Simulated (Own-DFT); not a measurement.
# What it costs to cut wurtzite AlN, m plane (10-10)

Calculated, not measured: single-point runs of Own-DFT, a retired in-house plane-wave DFT program that no person has reviewed, on unrelaxed cells, without spin or spin-orbit coupling.

Known weak points (not all hold for every row): some atoms lie very close together; forces not confirmed at this smearing and k mesh; k mesh not checked against a denser one.

Both sets of runs: PBE; PseudoDojo norm-conserving scalar-relativistic files; cutoff 42 hartree; Gaussian smearing of 0.01 eV. The slab has 128 atoms in 16 layers, two equal faces of 62.02 Å² as cut, 15 Å of vacuum, a dipole correction along the normal and a 6 x 3 x 1 mesh. The bulk cell has 72 atoms, the same measured lattice constants and a 4 x 4 x 3 mesh. All atoms were moved at random; u is the rms move along one axis. Energies are counted from -174.06 eV for each atom.

| slab run | u (Å) | E (eV, cell) |
|---|---|---|
| 1 | 0.0195 | 20.153 |
| 2 | 0.0206 | 20.587 |
| 3 | 0.0208 | 20.556 |
| 4 | 0.0487 | 28.991 |
| 5 | 0.0490 | 27.543 |
| 6 | 0.0493 | 28.691 |
| 7 | 0.0513 | 29.297 |
| 8 | 0.0529 | 30.100 |
| 9 | 0.0966 | 55.189 |
| 10 | 0.0988 | 60.156 |
| 11 | 0.1019 | 60.643 |
| 12 | 0.1039 | 63.790 |

```
bulk run,u (Å),E (meV/atom)
1,0.0179,-4.90
2,0.0191,-3.04
3,0.0197,-0.80
4,0.0205,-1.66
5,0.0206,-0.57
6,0.0212,-0.03
7,0.0980,308.83
8,0.0982,357.83
9,0.1036,303.75
10,0.1056,331.20
```

Question: what is the energy of the unrelaxed surface?

## Solution

Take each set to u = 0 with E = a + b u². Residuals are scaled by 1/(u² + 0.0006 Å²) to tame the large moves. Slab: a = 18.74 ± 0.10 eV. Bulk: a = -15.0 ± 1.1 meV/atom. The excess is 18.74 - 128 x (-0.0150) = 20.66 ± 0.18 eV. Over two faces that is 167 meV/Å², or 2.67 ± 0.02 J/m². Relaxing the faces would lower the energy, and the unlike meshes and the reach from the smallest u down to zero add errors that aren't counted here.
